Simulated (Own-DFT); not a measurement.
# Computed records: InGa3As4 (zincblende random alloy, strained, atoms displaced)

A calculation, not a measurement: plane-wave density functional theory by an unreviewed code, no spin, of a simulated periodic cell, stress positive in tension, run twice, with PBE and with PBEsol, both on files made for PBE, so the change isn't that of files made for PBEsol, forces on such cells passed a denser k mesh, this cell's mesh not checked; the far tail of each file's local potential was reset to the Coulomb form; each entry is a single point on an unrelaxed cell, so the pressure reflects the starting lattice, mostly measured values (interpolated for alloys), from which strain is counted, and rises with the displacements; printed positions are rounded, which can move forces by about a meV/angstrom; the program, named Own-DFT, is a retired in-house code; no spin-orbit coupling; stress was not checked against mesh or cutoff. Program: Own-DFT development build.

```xyz
64
Lattice="11.5917 -0.0126 -0.0832 -0.0126 11.6538 -0.0672 -0.0832 -0.0672 11.4922" Properties=species:S:1:pos:R:3:PBE_force_x:R:1:PBE_force_y:R:1:PBE_force_z:R:1:PBEsol_force_x:R:1:PBEsol_force_y:R:1:PBEsol_force_z:R:1 formula=InGa3As4 functional=PBE,then_PBEsol potential_files=PseudoDojo_norm-conserving,scalar-relativistic,standard_set wave_cutoff=42 occupations=Fermi-Dirac smearing_width=0.1 k_mesh=3_x_3_x_3_centred_on_Gamma PBE_pressure=3.48 PBE_stress_xx=-3.5 PBE_stress_yy=-3.17 PBE_stress_zz=-3.77 PBE_stress_yz=-0.87 PBE_stress_xz=-0.66 PBE_stress_xy=-0.94 PBEsol_pressure=0.57 PBEsol_stress_xx=-0.58 PBEsol_stress_yy=-0.24 PBEsol_stress_zz=-0.88 PBEsol_stress_yz=-0.83 PBEsol_stress_xz=-0.65 PBEsol_stress_xy=-0.88 rms_change_of_force_components_from_PBE_to_PBEsol=0.035
In    11.4561    11.5147    11.3265      1.104      1.989     -0.163       1.07      1.925     -0.169
Ga    11.4996     2.8747     2.7411      0.634     -0.158      0.463      0.609     -0.136      0.445
Ga     2.8947    -0.0133     2.9230      0.032      0.266     -0.234       0.04      0.252      -0.23
In     2.8788     2.8713    -0.0172      0.409      1.294      -1.45      0.395      1.247     -1.392
As     1.5407     1.5287     1.4175      -1.73     -1.718      2.256     -1.677     -1.664      2.165
As     1.3717     4.3592     4.3524     -0.997     -0.328     -0.479      -0.95     -0.312     -0.469
As     4.3511     1.4289     4.3781     -0.743      0.681     -0.921      -0.72      0.646     -0.893
As     4.3474     4.3352     1.4038      1.347      0.297     -0.033      1.284      0.286     -0.028
Ga    -0.0115    -0.0336     5.8187     -0.341      0.085     -0.847     -0.326      0.081     -0.807
Ga    11.4769     2.8230     8.6504       0.23      0.278     -1.876      0.224       0.28     -1.794
Ga     2.9020    11.5935     8.5602     -0.881       0.31     -0.304     -0.847      0.309     -0.299
Ga     2.7704     2.9305     5.6403      0.632     -0.393      0.959      0.612     -0.374      0.929
As     1.3849     1.4280     7.1705      0.219       0.27       0.53      0.204      0.247      0.507
As     1.2124     4.2999     9.9940      0.984      0.412       0.29      0.945      0.389      0.296
As     4.2659     1.4362     9.9460      0.576     -0.394     -0.403      0.546     -0.391     -0.379
As     4.3154     4.3545     7.1593      0.363     -0.948     -0.875      0.349     -0.904      -0.84
Ga    -0.0568     5.7184    11.4403      -0.75      0.557      0.003     -0.716      0.527      0.004
In     0.0401     8.6447     2.8615      -0.95       1.23     -0.683     -0.901      1.181     -0.657
In     2.8413     5.8229     2.8151      -0.22     -1.092      0.044     -0.207     -1.048       0.05
Ga     2.7623     8.6587    11.4186      0.069      0.218     -0.053      0.074      0.219     -0.046
As     1.4138     7.2546     1.3918       0.27     -0.081      -2.32      0.261     -0.085     -2.223
As     1.4650    10.1385     4.2357      0.273      1.414      0.877      0.272      1.346      0.845
As     4.2914     7.1759     4.2379      0.928      1.203      1.618       0.89      1.168      1.551
As     4.2984    10.1971     1.3708     -1.772     -0.291      0.063      -1.69     -0.281      0.061
Ga    -0.0332     5.8729     5.7215     -0.377     -0.799     -0.039      -0.35     -0.767     -0.028
Ga    11.4637     8.6880     8.4822      0.325      0.116     -0.492      0.308      0.101     -0.476
In     2.8571     5.8700     8.5643     -0.797     -1.686      0.045      -0.77     -1.624      0.028
Ga     2.8916     8.7565     5.6308     -0.338      -1.05      0.212     -0.324     -0.998      0.193
As     1.3356     7.1560     7.1480     -0.344      2.461     -0.864     -0.339       2.36     -0.831
As     1.3567    10.2038     9.9744       1.11     -1.447     -1.102      1.058       -1.4      -1.05
As     4.2692     7.2301     9.9650      1.109      1.013      2.034      1.059      0.976       1.95
As     4.1860    10.2159     7.0534      1.134      -0.55       0.42      1.082     -0.527      0.401
In     5.7761    11.6336    -0.0075     -0.616      0.686     -0.778      -0.58      0.663     -0.751
Ga     5.7684     2.9375     2.9191     -0.232      -0.57     -0.573     -0.213     -0.536     -0.556
Ga     8.6898    11.6141     2.6625     -0.453      0.075      0.301     -0.441      0.096      0.289
Ga     8.5729     2.8569    11.3980       0.45     -0.165      0.533      0.434      -0.15      0.508
As     7.2234     1.4834     1.4107      0.848      1.034      0.846      0.815      0.973      0.807
As     7.1561     4.3852     4.1988       0.78     -0.021      1.023      0.743     -0.023      0.983
As    10.0179     1.4550     4.1675      0.815     -0.369      0.538      0.787     -0.353      0.508
As    10.1840     4.3733     1.3716     -0.591      0.081     -0.503      -0.57      0.067      -0.48
Ga     5.6913     0.0017     5.6992      0.458     -0.604      0.456      0.438     -0.562      0.435
Ga     5.7220     2.8423     8.5549      0.218      0.244     -0.148      0.207      0.236     -0.146
Ga     8.6147    -0.0532     8.6271      0.074      0.268     -0.825       0.07      0.264      -0.79
Ga     8.7070     2.8823     5.7460     -0.526      0.265      -0.45     -0.509      0.255     -0.442
As     7.1354     1.4206     7.0740      0.608     -0.071      0.598      0.576     -0.067      0.583
As     7.2059     4.2779    10.0136      -0.38       0.52     -0.588     -0.368      0.491     -0.559
As    10.1129     1.4749     9.9526     -1.597     -0.391       0.23     -1.536     -0.386      0.225
As    10.1229     4.3927     7.1126      0.254     -0.644     -0.188      0.226     -0.621     -0.174
Ga     5.8256     5.8086    -0.0311     -0.263     -0.305     -0.315      -0.24      -0.29     -0.299
In     5.8065     8.7343     2.7553      -0.58     -1.004      0.112     -0.563     -0.956      0.106
Ga     8.6958     5.7434     2.8376     -0.136      0.261     -0.461     -0.126      0.252     -0.448
In     8.6612     8.7625    -0.0948      0.335     -0.953     -0.794      0.323     -0.905     -0.774
As     7.2675     7.2523     1.2816      0.023      -1.43      0.954      0.008     -1.362      0.918
As     7.1407    10.2230     4.1902      1.532      0.727       0.92      1.467      0.684      0.868
As    10.1546     7.2441     4.1906     -1.372     -0.763        0.8     -1.314      -0.74      0.774
As    10.1243    10.2403     1.1835     -0.495     -0.622      2.964     -0.491     -0.605      2.852
Ga     5.7668     5.7901     5.7273     -0.341     -0.188     -0.375     -0.327     -0.177     -0.366
Ga     5.6804     8.6540     8.5961      0.539      0.744     -0.726      0.516       0.71     -0.693
Ga     8.6759     5.7576     8.4924     -0.632     -0.153      0.123     -0.592     -0.137      0.112
Ga     8.6629     8.6703     5.6088     -0.659     -0.027     -0.332     -0.621     -0.018     -0.308
As     7.2045     7.1975     7.0702      0.024      0.622      0.437      0.021      0.581      0.416
As     7.1955    10.2128    10.0273     -0.613     -0.325     -2.093     -0.589     -0.321     -1.996
As    10.0417     7.2308     9.8424      0.742      -0.49      0.551      0.709     -0.469      0.528
As    10.0339    10.1278     6.9441      0.279       0.41      1.087      0.277      0.381      1.053
```

Units: wave_cutoff in hartree; smearing_width in eV; PBE_pressure, PBE_stress_xx, PBE_stress_yy, PBE_stress_zz, PBE_stress_yz, PBE_stress_xz, PBE_stress_xy, PBEsol_pressure, PBEsol_stress_xx, PBEsol_stress_yy, PBEsol_stress_zz, PBEsol_stress_yz, PBEsol_stress_xz, PBEsol_stress_xy in GPa; rms_change_of_force_components_from_PBE_to_PBEsol, PBE_force_x, PBE_force_y, PBE_force_z, PBEsol_force_x, PBEsol_force_y, PBEsol_force_z in eV/Å.
